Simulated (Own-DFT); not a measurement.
# Computed records: AlGa3N4 (wurtzite random alloy, strained, atoms displaced)

A calculation, not a measurement: plane-wave PBE density functional theory by an unreviewed code, no spin, of a simulated periodic cell, stress positive in tension, free energy of the whole cell less one offset for each atom, forces on such cells passed a denser k mesh, this cell's mesh not checked; offsets are fitted by least squares, one for each functional and potential file, so energies compare only between cells with the same atoms and settings and are not formation energies; the far tail of each file's local potential was reset to the Coulomb form; each entry is a single point on an unrelaxed cell, so the pressure reflects the starting lattice, mostly measured values, from which strain is counted, and rises with the displacements; printed positions are rounded, which can move forces by about a meV/angstrom; the program is a retired in-house code; no spin-orbit coupling. Program: Own-DFT development build.

Settings shared by all entries: functional PBE; potential files PseudoDojo norm-conserving, scalar-relativistic, standard set with the stringent files for Ga; wave cutoff 96 hartree; occupations Gaussian; smearing width 0.01 eV; k mesh 4 x 4 x 3 centred on Gamma.

(1) AlGa3N4 (wurtzite random alloy, strained, atoms displaced)

```
CELL_PARAMETERS angstrom
9.27150 0.00000 0.00000
-4.63580 8.02940 0.00000
0.00000 0.00000 10.26850
ATOMIC_POSITIONS crystal
Ga 0.11010 0.22294 0.99655
Al 0.21992 0.10496 0.25146
N 0.10678 0.22050 0.19155
N 0.21721 0.10889 0.43953
Ga 0.10657 0.22448 0.50044
Ga 0.22658 0.11071 0.75560
N 0.10394 0.21459 0.68834
N 0.22398 0.11513 0.94043
Ga 0.11131 0.55880 0.99603
Ga 0.22360 0.44555 0.25298
N 0.10691 0.55868 0.19448
N 0.21977 0.43691 0.44158
Ga 0.10685 0.54988 0.49886
Al 0.21533 0.43808 0.74423
N 0.11830 0.56243 0.68350
N 0.22442 0.44731 0.94214
Ga 0.12418 0.89343 0.99409
Ga 0.22934 0.77479 0.23954
N 0.11707 0.89245 0.18560
N 0.21938 0.76532 0.43108
Ga 0.11244 0.88658 0.50522
Ga 0.22835 0.78447 0.75030
N 0.11050 0.88670 0.68220
N 0.22413 0.78813 0.93202
Ga 0.43624 0.21799 0.99927
Ga 0.56269 0.11447 0.25038
N 0.43780 0.21917 0.18867
N 0.55504 0.10450 0.43594
Al 0.44109 0.23388 0.50275
Ga 0.56070 0.11123 0.75194
N 0.44084 0.22015 0.68421
N 0.56042 0.11072 0.93331
Al 0.44951 0.55109 0.99532
Ga 0.56271 0.45031 0.24636
N 0.43886 0.55055 0.18747
N 0.55479 0.44236 0.43997
Ga 0.44104 0.55622 0.50501
Ga 0.55974 0.45428 0.75539
N 0.44850 0.56155 0.69315
N 0.54990 0.44412 0.94345
Al 0.44027 0.89364 0.00782
Al 0.55571 0.76846 0.25014
N 0.44243 0.89471 0.18046
N 0.55038 0.78002 0.43978
Ga 0.44055 0.88426 0.50482
Ga 0.54628 0.77155 0.74690
N 0.44323 0.89129 0.68291
N 0.54944 0.76855 0.93610
Ga 0.76970 0.21957 0.99859
Al 0.89324 0.10681 0.24246
N 0.77850 0.21589 0.19338
N 0.88874 0.10439 0.43588
Al 0.79512 0.21378 0.49145
Ga 0.89156 0.11855 0.74835
N 0.78620 0.22080 0.67591
N 0.88576 0.12124 0.93675
Ga 0.77996 0.55731 0.00284
Ga 0.88634 0.44166 0.24828
N 0.77871 0.56882 0.18501
N 0.90075 0.44193 0.44304
Al 0.77101 0.54883 0.49903
Ga 0.88591 0.44914 0.74730
N 0.78808 0.55372 0.69413
N 0.87729 0.43985 0.94479
Ga 0.79464 0.90105 0.00617
Ga 0.88909 0.78112 0.25652
N 0.78819 0.89293 0.18833
N 0.89130 0.78095 0.44234
Ga 0.78130 0.89674 0.50167
Ga 0.87986 0.77078 0.75158
N 0.77631 0.88154 0.69041
N 0.89119 0.79068 0.93807
```

- free energy of cell above offsets: -5.677 eV
- pressure: 18.76 GPa
- stress xx: -21.98 GPa
- stress yy: -22.07 GPa
- stress zz: -12.23 GPa
- stress yz: -0.03 GPa
- stress xz: 0.44 GPa
- stress xy: 0.55 GPa

Force:
| element | x (eV/Å) | y (eV/Å) | z (eV/Å) |
| --- | --- | --- | --- |
| Ga | -0.593 | 0.532 | 1.302 |
| Al | -0.351 | 0.747 | 0.561 |
| N | 1.275 | -0.336 | -0.548 |
| N | 1.018 | 0.833 | -0.766 |
| Ga | 1.351 | -1.763 | 0.336 |
| Ga | -0.889 | -0.537 | -1.247 |
| N | 1.632 | 1.841 | 0.131 |
| N | -0.811 | -0.417 | -1.052 |
| Ga | -0.166 | -0.263 | 0.826 |
| Ga | -0.764 | -0.658 | -0.033 |
| N | 0.97 | -1.582 | -2.17 |
| N | 0.244 | 1.382 | -0.601 |
| Ga | 1.851 | 1.754 | 0.592 |
| Al | 0.288 | 0.776 | 1.03 |
| N | 0.331 | -1.218 | 1.523 |
| N | 0.496 | 0.147 | -1.856 |
| Ga | -3.255 | 0.024 | 1.95 |
| Ga | -1.714 | 1.236 | 2.361 |
| N | -0.457 | -0.166 | -0.116 |
| N | -0.335 | 1.468 | 0.213 |
| Ga | 0.855 | -0.072 | -1.89 |
| Ga | -0.595 | -0.621 | -0.871 |
| N | -0.406 | 0.23 | 2.464 |
| N | 2.547 | -1.424 | 0.649 |
| Ga | 1.94 | 0.872 | 1.027 |
| Ga | -1.698 | -0.682 | 1.059 |
| N | 0.449 | 0.432 | -0.044 |
| N | -0.057 | 2.099 | 1.038 |
| Al | 1.242 | -2.975 | -0.726 |
| Ga | 0.012 | 0.519 | -1.799 |
| N | 0.816 | 1.305 | 0.372 |
| N | -2.207 | -1.277 | 0.881 |
| Al | -2.553 | 1.498 | 1.324 |
| Ga | -1.101 | -1.482 | 0.716 |
| N | 0.745 | 1.446 | -0.923 |
| N | 0.296 | 0.962 | -0.24 |
| Ga | 0.49 | 0.277 | -0.41 |
| Ga | 0.608 | -1.565 | -0.208 |
| N | -1.301 | -3.164 | -1.102 |
| N | 1.643 | -0.496 | -0.823 |
| Al | 1.87 | -0.893 | -2.764 |
| Al | -0.739 | 1.503 | -0.185 |
| N | 2.789 | -0.687 | 0.753 |
| N | 1.779 | -0.943 | -1.7 |
| Ga | -1.264 | 0.865 | -1.77 |
| Ga | 0.541 | 2.801 | 1.667 |
| N | 0.662 | 0.215 | 1.415 |
| N | -0.475 | 1.416 | 1.277 |
| Ga | 0.788 | 0.573 | 1.705 |
| Al | -0.839 | 0.623 | 1.6 |
| N | 0.942 | 0.559 | -1.201 |
| N | 0.89 | 0.694 | -2.467 |
| Al | -4.634 | 1.282 | 0.755 |
| Ga | -0.275 | -2.328 | 0.978 |
| N | -1.615 | 0.79 | 0.102 |
| N | 1.326 | -0.793 | -0.226 |
| Ga | -1.208 | 1.349 | -0.48 |
| Ga | -0.402 | 0.408 | 0.904 |
| N | 1.287 | -1.445 | 0.711 |
| N | -4.456 | -1.861 | -1.316 |
| Al | 1.653 | 0.762 | 0.406 |
| Ga | 3.976 | -2.404 | 1.22 |
| N | -4.178 | 0.762 | -2.893 |
| N | 1.558 | 0.967 | -1.509 |
| Ga | -2.7 | -0.615 | -1.114 |
| Ga | 1.881 | 0.635 | 0.145 |
| N | -2.446 | -0.583 | 0.771 |
| N | -0.506 | -2.061 | 0.06 |
| Ga | -0.15 | -2.366 | 0.865 |
| Ga | 1.342 | 1.535 | 0.31 |
| N | -1.29 | 1.247 | -0.584 |
| N | 2.042 | -1.682 | -0.366 |

(2) AlGa3N4 (wurtzite random alloy, strained, atoms displaced)

```
CELL_PARAMETERS angstrom
9.27150 0.00000 0.00000
-4.63580 8.02940 0.00000
0.00000 0.00000 10.26850
ATOMIC_POSITIONS crystal
Al 0.10916 0.21971 0.99968
Ga 0.22302 0.10701 0.25954
N 0.11744 0.22364 0.19301
N 0.21643 0.09894 0.43733
Ga 0.10985 0.22527 0.49528
Ga 0.22297 0.12088 0.75218
N 0.10604 0.20892 0.68954
N 0.22142 0.10956 0.93565
Al 0.11656 0.56504 0.00188
Ga 0.22439 0.45236 0.25430
N 0.10730 0.54909 0.18884
N 0.21881 0.44331 0.44641
Ga 0.11282 0.55489 0.50492
Ga 0.23006 0.45617 0.74828
N 0.11742 0.55963 0.68829
N 0.21837 0.44073 0.94252
Ga 0.10793 0.88526 0.99420
Ga 0.23184 0.78194 0.24038
N 0.10473 0.88938 0.18408
N 0.22116 0.78322 0.44375
Ga 0.11152 0.89161 0.50516
Ga 0.21931 0.78084 0.74473
N 0.12235 0.89355 0.68924
N 0.21716 0.77707 0.93888
Al 0.43819 0.21557 0.99769
Ga 0.55268 0.10616 0.24712
N 0.43822 0.22261 0.19032
N 0.55740 0.10642 0.44013
Ga 0.45535 0.22768 0.50382
Ga 0.56500 0.11810 0.74091
N 0.44805 0.21611 0.68822
N 0.55316 0.10331 0.93446
Ga 0.44730 0.55581 0.00374
Ga 0.55095 0.44230 0.25367
N 0.44794 0.55799 0.19483
N 0.56107 0.43961 0.42715
Ga 0.44364 0.55075 0.49717
Al 0.54608 0.44231 0.75477
N 0.45030 0.56408 0.68508
N 0.55175 0.44747 0.94174
Al 0.42901 0.88789 0.99914
Ga 0.54942 0.77896 0.24725
N 0.43618 0.88182 0.19182
N 0.55198 0.77448 0.44306
Ga 0.44382 0.88338 0.49095
Al 0.55692 0.77470 0.75608
N 0.43920 0.88205 0.68560
N 0.55413 0.78216 0.94129
Ga 0.77940 0.22074 0.99615
Ga 0.88154 0.10947 0.25012
N 0.76362 0.20908 0.19325
N 0.89166 0.10580 0.42888
Ga 0.77054 0.21293 0.49726
Al 0.89816 0.11488 0.73631
N 0.78006 0.21922 0.68533
N 0.88830 0.11497 0.94405
Al 0.77004 0.55588 0.99420
Ga 0.88041 0.42661 0.25146
N 0.78450 0.55672 0.18850
N 0.88229 0.43716 0.44446
Ga 0.77880 0.55073 0.48859
Ga 0.88994 0.44814 0.74490
N 0.78038 0.56268 0.69295
N 0.89195 0.45508 0.94010
Ga 0.78064 0.89298 0.99415
Ga 0.88861 0.78221 0.25362
N 0.77141 0.87757 0.19154
N 0.89301 0.77452 0.43285
Al 0.78133 0.89050 0.49821
Ga 0.89669 0.77904 0.75159
N 0.77779 0.89377 0.69050
N 0.88849 0.77901 0.93488
```

* free energy of cell above offsets: -5.986 eV
* pressure: 18.74 GPa
* stress xx: -24.27 GPa
* stress yy: -21.28 GPa
* stress zz: -10.66 GPa
* stress yz: 0.92 GPa
* stress xz: -0.33 GPa
* stress xy: 0.31 GPa

Force:
| element | x (eV/Å) | y (eV/Å) | z (eV/Å) |
| --- | --- | --- | --- |
| Al | 0.211 | 0.257 | 1.137 |
| Ga | -0.812 | -0.194 | -1.674 |
| N | -1.159 | 0.033 | -1.23 |
| N | 0.395 | 3.08 | 1.452 |
| Ga | 1.011 | -1.729 | 0.634 |
| Ga | 2.269 | -1.776 | 0.166 |
| N | -0.619 | 3.342 | -1.687 |
| N | -0.355 | 1.039 | 0.73 |
| Al | -0.454 | -2.067 | 0.08 |
| Ga | 0.546 | -1.505 | -0.128 |
| N | -0.454 | 0.777 | -0.924 |
| N | 0.697 | 0.51 | -1.268 |
| Ga | -1.28 | 1.002 | -0.766 |
| Ga | 0.067 | -1.633 | 1.202 |
| N | -1.005 | -0.678 | 0.111 |
| N | -0.381 | 0.547 | -0.428 |
| Ga | -0.83 | 0.686 | 1.507 |
| Ga | -5.236 | -2.256 | 2.7 |
| N | 1.472 | 0.008 | -0.261 |
| N | 0.405 | -1.517 | -1.793 |
| Ga | -0.052 | -1.24 | 0.095 |
| Ga | 2.05 | -0.204 | 1.208 |
| N | -2.472 | 0.871 | -0.04 |
| N | 1.1 | -0.526 | -0.401 |
| Al | 0.625 | 0.637 | 0.699 |
| Ga | -2.241 | 0.102 | 1.109 |
| N | 1.256 | -0.67 | -1.841 |
| N | -1.255 | -0.018 | -1.24 |
| Ga | -1.107 | -1.524 | -0.686 |
| Ga | 0.014 | -2.959 | 1.665 |
| N | -1.832 | 2.794 | 0.221 |
| N | -1.33 | 0.773 | 0.702 |
| Ga | -1.615 | 0.585 | 0.765 |
| Ga | 1.452 | 0.468 | -2.682 |
| N | -0.803 | -0.29 | -0.882 |
| N | -1.487 | 0.207 | 3.009 |
| Ga | 0.75 | 0.37 | 0.298 |
| Al | 1.449 | 0.477 | -0.565 |
| N | 1.073 | -1.222 | 0.732 |
| N | 1.213 | -1.946 | -1.366 |
| Al | 2.391 | 0.223 | -0.217 |
| Ga | 1.752 | -0.334 | 1.241 |
| N | 2.056 | 2.257 | -3.114 |
| N | 2.279 | 0.169 | -1.316 |
| Ga | -0.977 | 0.228 | 2.356 |
| Al | -0.806 | 1.692 | -0.695 |
| N | 1.768 | 0.557 | 0.367 |
| N | -1.098 | -0.269 | -0.528 |
| Ga | -1.488 | 1.211 | 0.663 |
| Ga | 2.086 | -0.761 | -1.42 |
| N | 1.274 | 0.893 | -2.001 |
| N | -0.922 | -0.403 | 2.231 |
| Ga | 1.676 | 0.447 | 0.497 |
| Al | -2.253 | -1.104 | 2.455 |
| N | 1.582 | 0.855 | -0.123 |
| N | 2.061 | 0.161 | -2.229 |
| Al | 1.372 | 0.354 | 1.554 |
| Ga | -0.435 | 2.329 | 0.089 |
| N | -0.885 | -0.772 | -1.123 |
| N | 2.043 | -0.357 | -1.076 |
| Ga | -0.682 | 1.493 | 2.021 |
| Ga | 0.25 | -0.355 | 1.085 |
| N | -1.44 | -1.949 | -1.256 |
| N | 0.222 | -0.442 | -0.151 |
| Ga | -0.367 | -0.475 | 1.406 |
| Ga | 1.02 | -1.318 | -1.012 |
| N | -1.005 | 1.757 | -1.365 |
| N | -1.571 | 0.762 | 2.115 |
| Al | -0.048 | -1.104 | 0.354 |
| Ga | -0.854 | 1.085 | -0.595 |
| N | 0.152 | -0.386 | -0.995 |
| N | -0.428 | -1.053 | 0.424 |

(3) AlGa3N4 (wurtzite random alloy, strained, atoms displaced)

```
CELL_PARAMETERS angstrom
9.27150 0.00000 0.00000
-4.63580 8.02940 0.00000
0.00000 0.00000 10.26850
ATOMIC_POSITIONS crystal
Ga 0.10103 0.21662 0.99488
Al 0.22421 0.11611 0.26176
N 0.10873 0.22018 0.20010
N 0.20999 0.10239 0.43682
Ga 0.11042 0.21405 0.49871
Ga 0.21940 0.12032 0.75085
N 0.11674 0.22033 0.67828
N 0.21916 0.10998 0.93150
Ga 0.10879 0.55273 0.99012
Ga 0.22702 0.45648 0.24444
N 0.10714 0.56169 0.19173
N 0.21856 0.43704 0.44324
Ga 0.10456 0.55378 0.49244
Ga 0.22503 0.45301 0.74592
N 0.11344 0.55739 0.69150
N 0.22269 0.43897 0.93280
Ga 0.11107 0.88370 0.00444
Ga 0.22352 0.77727 0.23854
N 0.11301 0.89411 0.19477
N 0.22458 0.78211 0.43340
Al 0.11095 0.88150 0.50072
Al 0.21535 0.78011 0.74719
N 0.10084 0.88471 0.68436
N 0.23025 0.78252 0.94468
Ga 0.43781 0.21604 0.00209
Ga 0.56108 0.12081 0.24843
N 0.45218 0.23083 0.19149
N 0.54251 0.10802 0.43795
Al 0.43809 0.21319 0.49703
Al 0.55715 0.11005 0.74366
N 0.45612 0.23593 0.69198
N 0.55493 0.10779 0.93935
Ga 0.43838 0.55568 0.99884
Ga 0.54796 0.44150 0.25384
N 0.43560 0.55532 0.19627
N 0.55103 0.44572 0.44762
Ga 0.44386 0.55135 0.50043
Ga 0.56229 0.43750 0.74435
N 0.43922 0.55739 0.69012
N 0.54724 0.43612 0.94544
Ga 0.44859 0.90134 0.99964
Ga 0.55491 0.77899 0.24388
N 0.44482 0.90303 0.19215
N 0.55152 0.77463 0.43795
Ga 0.43837 0.88349 0.50253
Ga 0.55300 0.78240 0.75467
N 0.44165 0.87582 0.69418
N 0.56282 0.77746 0.94292
Al 0.77748 0.22125 0.99274
Al 0.89027 0.10946 0.24883
N 0.77180 0.21885 0.19066
N 0.89003 0.11255 0.44535
Ga 0.77289 0.21697 0.51067
Ga 0.89285 0.10812 0.74965
N 0.78663 0.22441 0.69405
N 0.90334 0.12561 0.93175
Al 0.78109 0.55593 0.99485
Al 0.89277 0.44165 0.25034
N 0.77956 0.56096 0.18888
N 0.89223 0.44173 0.44589
Ga 0.76822 0.54520 0.50736
Ga 0.88661 0.43948 0.76464
N 0.76162 0.55197 0.68704
N 0.88535 0.43820 0.93859
Ga 0.78041 0.89619 0.01109
Ga 0.88763 0.77698 0.24544
N 0.77474 0.87857 0.18489
N 0.89172 0.78545 0.44091
Ga 0.77817 0.88450 0.50004
Ga 0.89336 0.77435 0.75394
N 0.78824 0.90454 0.68965
N 0.89434 0.77660 0.94167
```

- free energy of cell above offsets: -4.129 eV
- pressure: 19.62 GPa
- stress xx: -24.17 GPa
- stress yy: -23.34 GPa
- stress zz: -11.34 GPa
- stress yz: -0.61 GPa
- stress xz: -0.19 GPa
- stress xy: -1.85 GPa

Force:
| element | x (eV/Å) | y (eV/Å) | z (eV/Å) |
| --- | --- | --- | --- |
| Ga | 3.925 | 1.74 | 2.77 |
| Al | 0.288 | -0.485 | -1.962 |
| N | 0.256 | 0.023 | -1.635 |
| N | 3.1 | -0.434 | 0.747 |
| Ga | -1.117 | 1.119 | -0.121 |
| Ga | 2.09 | -1.157 | -0.47 |
| N | -1.661 | 1.449 | 1.524 |
| N | 0.048 | -0.673 | 1.459 |
| Ga | 0.962 | 0.468 | 1.436 |
| Ga | -2.147 | -2.577 | 2.411 |
| N | 0.034 | -1.978 | -1.76 |
| N | -0.291 | 1.015 | -1.295 |
| Ga | 2.466 | 0.953 | 1.612 |
| Ga | 0.365 | -1.861 | -0.044 |
| N | -2.235 | 1.109 | -0.185 |
| N | -1.08 | 0.388 | 0.591 |
| Ga | -0.104 | 1.386 | 0.501 |
| Ga | -0.569 | 1.534 | 2.016 |
| N | 0.009 | 1.289 | -0.875 |
| N | -0.938 | -0.771 | 0.172 |
| Al | -1.028 | 0.365 | -0.538 |
| Al | 0.879 | -0.214 | 0.646 |
| N | 2.741 | 0.89 | -0.43 |
| N | -0.859 | -1.06 | -2.236 |
| Ga | -0.045 | 0.392 | 0.236 |
| Ga | -0.883 | -0.752 | 1.564 |
| N | -2.211 | -1.951 | -0.266 |
| N | 1.442 | 0.419 | 0.679 |
| Al | -1.356 | 1.269 | 1.025 |
| Al | -0.203 | -0.292 | 0.884 |
| N | 0.175 | -6.161 | -2.623 |
| N | 0.794 | 2.643 | -2.14 |
| Ga | 1.287 | -0.344 | 0.65 |
| Ga | 0.919 | 1.99 | 0.44 |
| N | 2.351 | 0.941 | -2.229 |
| N | 1.237 | -2.734 | -1.66 |
| Ga | -2.034 | 1.053 | 1.07 |
| Ga | -4.823 | 2.45 | 3.736 |
| N | 2.257 | 0.49 | -0.194 |
| N | 1.606 | 1.645 | -0.925 |
| Ga | 1.382 | -2.48 | 1.328 |
| Ga | -0.958 | 0.565 | 1.59 |
| N | 1.427 | -1.314 | -1.348 |
| N | 0.321 | 0.484 | -0.557 |
| Ga | 0.831 | -0.026 | -0.106 |
| Ga | 3.352 | -1.419 | 0.423 |
| N | -3.616 | 3.22 | -0.885 |
| N | -1.072 | 0.879 | -0.065 |
| Al | -0.127 | -0.677 | 1.464 |
| Al | -0.847 | -0.237 | 1.487 |
| N | 3.108 | 1.268 | -1.806 |
| N | -1.236 | -0.722 | -2.365 |
| Ga | 0.12 | 0.025 | -1.322 |
| Ga | 0.758 | 2.243 | -0.147 |
| N | -2.04 | -0.752 | 0.423 |
| N | -4.358 | -2.53 | 0.621 |
| Al | -1.668 | -0.58 | 1.652 |
| Al | -1.724 | 0.193 | 0.706 |
| N | 0.89 | -2.342 | -0.949 |
| N | -2.678 | -1.1 | -2.306 |
| Ga | 1.14 | 1.668 | -1.627 |
| Ga | 0.037 | 1.143 | -3.852 |
| N | 4.746 | 2.166 | 0.603 |
| N | -1.005 | 0.377 | 2.113 |
| Ga | 0.788 | -0.287 | -3.102 |
| Ga | 1.076 | -0.004 | 2.127 |
| N | -0.802 | 2.767 | 1.794 |
| N | 1.594 | -1.998 | -0.623 |
| Ga | -1.241 | 0.744 | 0.719 |
| Ga | -2.435 | 0.136 | -0.039 |
| N | -0.35 | -4.327 | -0.345 |
| N | -1.062 | -0.659 | -0.188 |
